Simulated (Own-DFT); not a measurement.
# How strain changes the stress of zincblende GaP, 64 atoms (Ga32P32)

These are calculations, not measurements. They come from Own-DFT, an in-house plane-wave density functional program, since retired, whose code no person has reviewed. Each row is one single-point run on a periodic cell that was not relaxed, without spin or spin-orbit coupling.

Settings of every run: PBE; PseudoDojo norm-conserving scalar-relativistic files; cutoff 42 hartree; 3 x 3 x 3 k mesh centred on Gamma; Fermi-Dirac smearing of 0.1 eV.

Known limits: forces on such cells passed a denser k mesh, each cell not checked; stress not checked against mesh or cutoff.

Unstrained cell vectors in Å: (10.901, 0.000, 0.000); (0.000, 10.901, 0.000); (0.000, 0.000, 10.901). The unstrained cell has measured lattice constants (interpolated for alloys), not those of this functional. That, the random moves and any unrelaxed bonds set the pressure at no strain. Each run strains this cell uniformly, with the atoms carried along. Every atom was also moved at random, by a Gaussian of width 0.05 Å on each axis. Strain is the symmetric tensor, in per cent. Stress is positive in tension, and the pressure is minus a third of its trace.

| run | e_xx (%) | e_yy (%) | e_zz (%) | e_yz (%) | e_xz (%) | e_xy (%) | s_xx (GPa) | s_yy (GPa) | s_zz (GPa) | s_yz (GPa) | s_xz (GPa) | s_xy (GPa) | P (GPa) | E (meV/atom) |
|---|---|---|---|---|---|---|---|---|---|---|---|---|---|---|
| 1 | 1.99 | -1.49 | -1.86 | -0.25 | -1.13 | 1.61 | -3.06 | -5.64 | -5.93 | -0.80 | -2.19 | 3.87 | 4.88 | 34.0 |
| 2 | 1.28 | 0.53 | -1.08 | -1.25 | -2.00 | -0.24 | -2.08 | -2.52 | -3.64 | -2.00 | -3.06 | -0.11 | 2.75 | 11.8 |
| 3 | 1.04 | -1.44 | -1.61 | -0.73 | 0.55 | 0.07 | -4.11 | -5.87 | -6.11 | -2.20 | 1.23 | 0.17 | 5.36 | 28.6 |
| 4 | 1.81 | 1.18 | 0.30 | 1.69 | 0.03 | 1.32 | -0.06 | -0.63 | -1.06 | 2.53 | -0.27 | 2.09 | 0.58 | 0.0 |
| 5 | -1.30 | -0.71 | -0.09 | -0.08 | -0.09 | -0.77 | -5.95 | -5.54 | -4.97 | -0.07 | -0.99 | -2.11 | 5.48 | 28.6 |
| 6 | 0.50 | -0.46 | -1.33 | -0.77 | -0.83 | 1.04 | -3.82 | -4.38 | -5.11 | -1.38 | -1.96 | 1.70 | 4.44 | 10.4 |
| 7 | -0.42 | 0.75 | -1.06 | -0.75 | -0.34 | 0.31 | -4.13 | -3.22 | -4.57 | -0.98 | -1.07 | 0.53 | 3.97 | 15.4 |
| 8 | -1.52 | -1.93 | 0.04 | -0.93 | 1.61 | 0.78 | -7.06 | -7.36 | -5.80 | -2.05 | 3.41 | 1.98 | 6.74 | 37.2 |
| 9 | 0.96 | -0.73 | 1.32 | -0.47 | -1.22 | -1.00 | -2.00 | -3.08 | -1.55 | -0.93 | -2.18 | -2.20 | 2.21 | 14.2 |
| 10 | 0.30 | -1.78 | -1.70 | 1.67 | 0.69 | -1.41 | -5.40 | -6.85 | -6.97 | 3.37 | 1.66 | -2.44 | 6.41 | 28.0 |
| 11 | -1.45 | 0.33 | 1.38 | -1.20 | 0.36 | 0.79 | -3.98 | -2.91 | -2.09 | -1.86 | 0.74 | 2.00 | 2.99 | 4.8 |
| 12 | -0.26 | -1.31 | -1.12 | 1.07 | -1.42 | -0.84 | -5.36 | -6.08 | -5.98 | 2.24 | -2.40 | -1.09 | 5.81 | 19.9 |
| 13 | 1.16 | -1.46 | 0.96 | 1.04 | -0.83 | 1.79 | -2.37 | -4.04 | -2.45 | 2.14 | -1.30 | 3.39 | 2.95 | 19.5 |
| 14 | 1.79 | -0.18 | -1.83 | 1.30 | 0.14 | 1.04 | -2.17 | -3.78 | -4.75 | 2.76 | 0.04 | 2.03 | 3.57 | 14.3 |
| 15 | 0.30 | -1.86 | 0.20 | -1.33 | -0.94 | 1.91 | -4.49 | -5.83 | -4.45 | -3.01 | -1.19 | 4.70 | 4.92 | 26.7 |
| 16 | -1.81 | 0.66 | -0.32 | -1.37 | -0.16 | -0.92 | ? | ? | ? | ? | ? | ? | ? | ? |

E is the free energy for each atom above the lowest run shown.

## Worked fit

Each stress component was fitted by least squares to a constant and the strains of the runs shown, as fractions, with shears doubled. Shear strains stay in the fit of a normal stress only where such slopes are resolved. The slopes, in GPa:

| stress | at no strain | per e_xx | per e_yy | per e_zz | scatter |
|---|---|---|---|---|---|
| s_xx | -3.4 | 132 ± 4 | 78 ± 4 | 60 ± 4 | 0.15 |
| s_yy | -3.4 | 63 ± 4 | 144 ± 4 | 62 ± 4 | 0.16 |
| s_zz | -3.4 | 62 ± 2 | 79 ± 3 | 136 ± 2 | 0.10 |

Each shear stress against twice its own strain: yz 101 ± 6, xz 93 ± 8, xy 104 ± 7 GPa. These are stiffnesses along x, y and z of the frame in which the cell vectors are given, which need not be the crystal's axes. The atoms are held to the strained lattice; where symmetry lets them move under strain, relaxing them would lower some slopes. The table should be nearly symmetric about its diagonal, and what it lacks of that shows the noise. A ninth of its sum, 91 ± 2 GPa, estimates the bulk modulus near the mean pressure of these runs, 4.2 GPa, so it lies above the value at zero pressure.

## Withheld run

Question: what normal stresses and pressure should run 16 give?

The fit gives s_xx = -5.5, s_yy = -3.8, s_zz = -4.4 and P = 4.6 GPa. The calculation gave -5.66, -4.01, -4.59 and P = 4.75 GPa.
